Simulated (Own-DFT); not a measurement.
# How strain changes the stress of C40 NbSi2, 36 atoms (Nb12Si24)

Calculated results; nothing here was measured. The program, named Own-DFT, is a retired in-house plane-wave density functional code that no person has reviewed. Each row is one single-point run on a periodic cell that was not relaxed, without spin or spin-orbit coupling.

Settings of every run: PBE; PseudoDojo norm-conserving scalar-relativistic files; cutoff 42 hartree; 4 x 4 x 5 k mesh centred on Gamma; cold (Marzari-Vanderbilt) smearing of 0.2 eV.

Known limits: forces on such cells failed a check on a denser k mesh; stress not checked against mesh or cutoff.

Unstrained cell vectors in Å: (0.000, 8.324, 0.000); (-9.613, 0.000, 0.000); (0.000, 0.000, 6.586). The unstrained cell was taken from the Materials Project. The random moves and any unrelaxed bonds add to the pressure at no strain. Each run strains this cell uniformly, with the atoms carried along. Every atom was also moved at random, by a Gaussian of width 0.05 Å on each axis. Strain is the symmetric tensor, in per cent. Stress is positive in tension, and the pressure is minus a third of its trace.

```
run,e_xx (%),e_yy (%),e_zz (%),e_yz (%),e_xz (%),e_xy (%),s_xx (GPa),s_yy (GPa),s_zz (GPa),s_yz (GPa),s_xz (GPa),s_xy (GPa),P (GPa),E (meV/atom)
1,-1.55,-0.49,0.73,0.41,1.72,-1.37,-8.33,-4.35,-2.05,1.07,5.26,-4.28,4.91,17.0
2,0.32,0.25,1.51,1.89,0.32,0.17,0.17,-0.07,2.57,5.72,0.73,-0.35,-0.89,16.4
3,-1.31,0.36,0.29,-1.91,-0.96,1.78,-7.18,-2.18,-3.31,-5.57,-2.74,5.93,4.22,28.9
4,-1.96,-0.62,-0.40,1.98,1.56,1.32,-11.04,-7.25,-8.39,6.34,5.01,3.88,8.89,45.6
5,1.09,-1.27,0.41,-0.55,-0.28,-0.27,1.04,-5.75,-1.76,-2.02,-0.92,-1.17,2.15,4.9
6,1.93,1.94,0.10,-0.16,0.14,-0.28,5.20,5.90,-0.33,-0.23,0.68,-0.48,-3.59,10.3
7,1.57,-0.65,-1.53,-1.10,-1.69,1.25,1.42,-5.83,-10.50,-3.69,-5.88,2.97,4.97,33.6
8,0.94,-0.44,1.87,-0.95,0.37,1.73,1.45,-1.93,4.62,-3.47,0.96,4.82,-1.38,16.4
9,1.93,-0.53,1.82,1.99,0.03,-1.79,5.00,-1.64,4.40,5.91,0.16,-4.66,-2.58,25.6
10,0.69,-1.44,0.66,-1.78,1.56,0.89,0.12,-7.50,-1.98,-5.38,4.09,2.75,3.12,26.0
11,-1.29,1.60,-0.37,0.05,0.21,0.24,-6.30,2.76,-5.34,-0.16,1.10,-0.02,2.96,6.6
12,-0.55,1.55,1.23,0.66,-0.63,0.35,-1.82,3.65,2.67,1.96,-1.96,0.76,-1.50,0.0
13,1.17,0.72,-0.93,1.82,0.96,1.09,0.84,0.75,-6.53,5.53,2.74,2.84,1.65,16.4
14,-0.63,0.54,-0.29,-0.60,1.43,-1.52,-5.00,-0.31,-5.44,-1.59,4.15,-4.27,3.58,12.4
15,0.70,-1.92,1.39,1.12,0.99,-0.13,0.39,-8.78,0.93,3.49,3.01,-0.33,2.49,27.0
16,-1.25,0.81,-1.22,1.73,-0.53,1.07,?,?,?,?,?,?,?,?
```

E is the free energy for each atom above the lowest run shown.

## Worked fit

Each stress component was fitted by least squares to a constant and the strains of the runs shown, as fractions, with shears doubled. Shear strains stay in the fit of a normal stress only where such slopes are resolved. The slopes, in GPa:

| stress | at no strain | per e_xx | per e_yy | per e_zz | scatter |
|---|---|---|---|---|---|
| s_xx | -2.7 | 360 ± 11 | 60 ± 13 | 89 ± 14 | 0.53 |
| s_yy | -2.6 | 67 ± 11 | 390 ± 13 | 84 ± 15 | 0.55 |
| s_zz | -4.1 | 75 ± 9 | 90 ± 10 | 443 ± 11 | 0.42 |

Each shear stress against twice its own strain: yz 153 ± 3, xz 151 ± 5, xy 143 ± 7 GPa. These are stiffnesses along x, y and z of the frame in which the cell vectors are given, which need not be the crystal's axes. The atoms are held to the strained lattice; where symmetry lets them move under strain, relaxing them would lower some slopes. The table should be nearly symmetric about its diagonal, and what it lacks of that shows the noise. A ninth of its sum, 184 ± 6 GPa, estimates the bulk modulus near the mean pressure of these runs, 1.9 GPa, so it lies above the value at zero pressure.

## Withheld run

Question: what normal stresses and pressure should run 16 give?

The fit gives s_xx = -7.8, s_yy = -1.3, s_zz = -9.7 and P = 6.2 GPa. The calculation gave -7.20, -0.91, -9.96 and P = 6.02 GPa.
